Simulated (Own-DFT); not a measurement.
# Which defects push the lattice out? C11b WSi2

Calculated, not measured: single-point runs of Own-DFT, a retired in-house plane-wave DFT program that no person has reviewed, on unrelaxed cells, without spin or spin-orbit coupling.

Method: PBE; PseudoDojo norm-conserving scalar-relativistic files; cutoff 50 hartree; 5 x 5 x 5 k mesh centred on Gamma; cold (Marzari-Vanderbilt) smearing of 0.2 eV.

Caveats: forces on such cells failed a check on a denser k mesh; stress not checked against mesh or cutoff.

All runs share one cell, with vectors in Å (-2.148, -5.953, 3.409); (-6.444, 2.976, 1.136); (-2.553, -2.948, -6.757) and a volume of 403.2 Å³. Atoms were moved at random from their sites; u is the rms move along one axis. The defect's site can differ from row to row.

| cell | formula | u (Å) | P (GPa) |
|---|---|---|---|
| no defect | Si20W10 | 0.0173 | 4.43 |
| no defect | Si20W10 | 0.0227 | 4.45 |
| no defect | Si20W10 | 0.0531 | 5.78 |
| one Si on a W site | Si21W9 | 0.0253 | 5.94 |
| one Si on a W site | Si21W9 | 0.0464 | 7.08 |
| one Si on a W site | Si21W9 | 0.0504 | 7.84 |
| one W vacancy | Si20W9 | 0.0288 | 3.53 |
| one W vacancy | Si20W9 | 0.0312 | 3.77 |
| one W vacancy | Si20W9 | 0.0516 | 4.87 |
| one W on a Si site | Si19W11 | 0.0278 | ? |
| one W on a Si site | Si19W11 | 0.0304 | 9.41 |
| one W on a Si site | Si19W11 | 0.0500 | 11.13 |
| one W on a Si site | Si19W11 | 0.0511 | 10.96 |
| one Si vacancy | Si19W10 | 0.0310 | 3.31 |
| one Si vacancy | Si19W10 | 0.0502 | 3.86 |
| one Si vacancy | Si19W10 | 0.0546 | 4.29 |

## Fit

P = P0 + c u² + a shift for each defect gives P0 = 4.05 GPa, c = 688 ± 78 GPa/Å² and a scatter of 0.27 GPa. The shifts, and each times the cell's volume:

- one W on a Si site: 5.06 ± 0.23 GPa, 12.7 eV
- one Si on a W site: 1.67 ± 0.22 GPa, 4.2 eV
- one W vacancy: -1.02 ± 0.22 GPa, -2.6 eV
- one Si vacancy: -1.71 ± 0.23 GPa, -4.3 eV

A positive shift means that the defect pushes the cell outwards. Shift times volume (160.2 GPa Å³ is 1 eV) depends little on the cell's size, so, taken for each site, it can be compared between cells at like pressure. The atoms around the defects weren't relaxed, which would change these numbers.

## The run left out

Question: what pressure belongs in the blank (one W on a Si site, u = 0.0278 Å)?

From the fit: 9.65 ± 0.33 GPa. The run itself gave 9.48 GPa.
